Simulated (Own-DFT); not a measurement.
# A change of arrangement and its cost: C36Si36, 72 atoms

No measurement is shown. These are fixed-geometry runs of a retired plane-wave code named Own-DFT, which no person has reviewed; spin and spin-orbit coupling are neglected.

Settings: PBE; PseudoDojo norm-conserving scalar-relativistic files; cutoff 42 hartree; 4 x 4 x 3 k mesh centred on Gamma; Fermi-Dirac smearing of 0.1 eV.

Limits: forces on such cells passed a denser k mesh, each cell not checked; stress not checked against mesh or cutoff.

All cells hold the same atoms in the same cell, with vectors in Å (9.248, 0.000, 0.000); (-4.624, 8.009, 0.000); (0.000, 0.000, 10.068). Every atom was moved at random from its ideal site; u is the rms move along one axis. E is the free energy of the whole cell, counted from the lowest run. The arrangements:

- A: 2H SiC
- B: 4H SiC

```
arrangement,u (Å),E (eV),P (GPa)
A,0.0289,0.407,3.84
A,0.0300,0.766,3.84
A,0.0332,1.507,4.10
A,0.0594,7.446,6.05
A,0.0599,6.912,5.94
A,0.0627,9.009,6.64
B,0.0279,0.000,3.60
B,0.0299,0.425,3.74
B,0.0312,0.458,3.69
B,0.0594,7.262,5.91
B,0.0620,8.296,6.39
B,0.0638,9.277,6.98
```

The question: which arrangement lies lowest after the energy of the random moves is removed?

## Answer

Fit E = a + b u², with one b for all and one a for each arrangement, and with residuals divided by u², since the noise grows with the moves. Then b = 2642 eV/Å², the scatter at u = 0.04 Å is 0.24 eV, and against A:

- B: -0.36 ± 0.11 eV (lower)

The cells share one lattice and weren't relaxed, which can shift such small differences either way.
